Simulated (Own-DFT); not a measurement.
# How strain changes the stress of wurtzite GaN, 96 atoms (Ga48N48)

These are calculations, not measurements. They come from Own-DFT, an in-house plane-wave density functional program, since retired, whose code no person has reviewed. Each row is one single-point run on a periodic cell that was not relaxed, without spin or spin-orbit coupling.

Settings of every run: PBE; PseudoDojo norm-conserving scalar-relativistic files (stringent for Ga); cutoff 96 hartree; 3 x 4 x 3 k mesh centred on Gamma; Gaussian smearing of 0.01 eV.

Known limits: forces on such cells passed a denser k mesh, each cell not checked; stress not checked against mesh or cutoff.

Unstrained cell vectors in Å: (12.756, 0.000, 0.000); (-4.784, 8.285, 0.000); (0.000, 0.000, 10.370). The unstrained cell has measured lattice constants (interpolated for alloys), not those of this functional. That, the random moves and any unrelaxed bonds set the pressure at no strain. Each run strains this cell uniformly, with the atoms carried along. Every atom was also moved at random, by a Gaussian of width 0.05 Å on each axis. Strain is the symmetric tensor, in per cent. Stress is positive in tension, and the pressure is minus a third of its trace.

| run | e_xx (%) | e_yy (%) | e_zz (%) | e_yz (%) | e_xz (%) | e_xy (%) | s_xx (GPa) | s_yy (GPa) | s_zz (GPa) | s_yz (GPa) | s_xz (GPa) | s_xy (GPa) | P (GPa) | E (meV/atom) |
|---|---|---|---|---|---|---|---|---|---|---|---|---|---|---|
| 1 | -1.94 | -1.41 | -1.42 | -0.03 | 1.02 | -1.22 | -18.72 | -16.99 | -16.27 | 0.46 | 2.87 | -5.08 | 17.33 | 45.5 |
| 2 | 1.32 | 1.72 | 1.20 | -1.52 | -1.33 | 1.29 | -0.20 | 2.06 | -0.60 | -3.02 | -2.94 | 3.27 | -0.42 | 8.8 |
| 3 | -0.03 | 1.32 | -0.20 | 1.76 | -1.00 | -1.91 | -7.02 | -1.74 | -7.14 | 2.77 | -1.68 | -5.77 | 5.30 | 26.3 |
| 4 | -1.98 | -0.68 | 1.63 | 1.30 | 0.10 | -0.91 | -16.59 | -12.19 | -2.12 | 2.94 | 0.67 | -2.12 | 10.30 | 47.4 |
| 5 | -1.02 | -0.82 | 0.45 | 1.31 | 0.03 | -0.56 | -11.20 | -13.56 | -6.42 | 2.82 | 0.17 | -1.38 | 10.39 | 28.6 |
| 6 | 1.63 | -1.88 | -1.95 | 0.73 | 1.58 | 0.53 | -2.78 | -16.34 | -18.06 | 2.68 | 3.08 | 2.15 | 12.39 | 41.7 |
| 7 | -1.35 | 1.87 | 1.21 | 1.80 | 1.54 | 1.30 | -11.01 | -0.30 | -1.50 | 4.15 | 2.41 | 4.08 | 4.27 | 27.8 |
| 8 | 0.93 | -0.54 | -0.97 | 1.35 | -0.94 | 0.78 | -4.21 | -8.44 | -12.37 | 3.04 | -2.45 | 2.46 | 8.34 | 19.5 |
| 9 | 0.12 | -0.98 | 1.19 | 1.33 | -1.95 | -0.90 | -5.75 | -11.63 | -2.31 | 3.60 | -2.55 | -3.24 | 6.56 | 21.9 |
| 10 | 0.38 | 0.41 | -1.39 | 1.06 | 0.75 | 0.29 | -6.50 | -6.57 | -12.11 | 2.42 | 1.89 | 0.81 | 8.39 | 22.6 |
| 11 | 0.19 | 0.92 | -1.46 | 1.95 | -1.74 | 0.22 | -5.17 | -3.77 | -14.97 | 3.82 | -3.22 | 0.21 | 7.97 | 25.9 |
| 12 | 1.44 | 0.50 | 1.56 | -0.49 | -0.28 | -0.57 | 2.06 | -4.11 | 0.48 | -1.18 | -0.94 | -2.15 | 0.52 | 0.0 |
| 13 | -1.37 | -0.05 | 1.50 | 1.35 | -1.88 | 1.71 | -13.16 | -7.78 | -1.44 | 2.05 | -4.46 | 5.20 | 7.46 | 33.6 |
| 14 | -1.14 | 1.33 | 1.79 | 0.48 | -1.54 | 1.82 | -8.58 | -1.29 | -0.57 | 0.97 | -2.48 | 5.51 | 3.48 | 13.3 |
| 15 | 1.69 | 0.30 | 0.73 | -1.71 | 0.81 | -1.47 | -0.66 | -3.44 | -3.44 | -3.24 | 1.74 | -5.38 | 2.51 | 21.2 |
| 16 | 1.01 | -1.14 | -0.12 | 0.35 | 0.49 | 1.92 | ? | ? | ? | ? | ? | ? | ? | ? |

E is the free energy for each atom above the lowest run shown.

## Worked fit

Each stress component was fitted by least squares to a constant and the strains of the runs shown, as fractions, with shears doubled. Shear strains stay in the fit of a normal stress only where such slopes are resolved. The slopes, in GPa:

| stress | at no strain | per e_xx | per e_yy | per e_zz | scatter |
|---|---|---|---|---|---|
| s_xx | -7.3 | 447 ± 25 | 85 ± 29 | 68 ± 26 | 1.15 |
| s_yy | -7.8 | 103 ± 17 | 470 ± 20 | 48 ± 17 | 0.78 |
| s_zz | -7.8 | 50 ± 18 | 68 ± 21 | 458 ± 19 | 0.84 |

Each shear stress against twice its own strain: yz 103 ± 7, xz 91 ± 7, xy 158 ± 5 GPa. These are stiffnesses along x, y and z of the frame in which the cell vectors are given, which need not be the crystal's axes. The atoms are held to the strained lattice; where symmetry lets them move under strain, relaxing them would lower some slopes. The table should be nearly symmetric about its diagonal, and what it lacks of that shows the noise. A ninth of its sum, 200 ± 4 GPa, estimates the bulk modulus near the mean pressure of these runs, 7.0 GPa, so it lies above the value at zero pressure.

## Withheld run

Question: what normal stresses and pressure should run 16 give?

The fit gives s_xx = -3.8, s_yy = -12.1, s_zz = -8.7 and P = 8.2 GPa. The calculation gave -2.80, -11.97, -8.81 and P = 7.86 GPa.
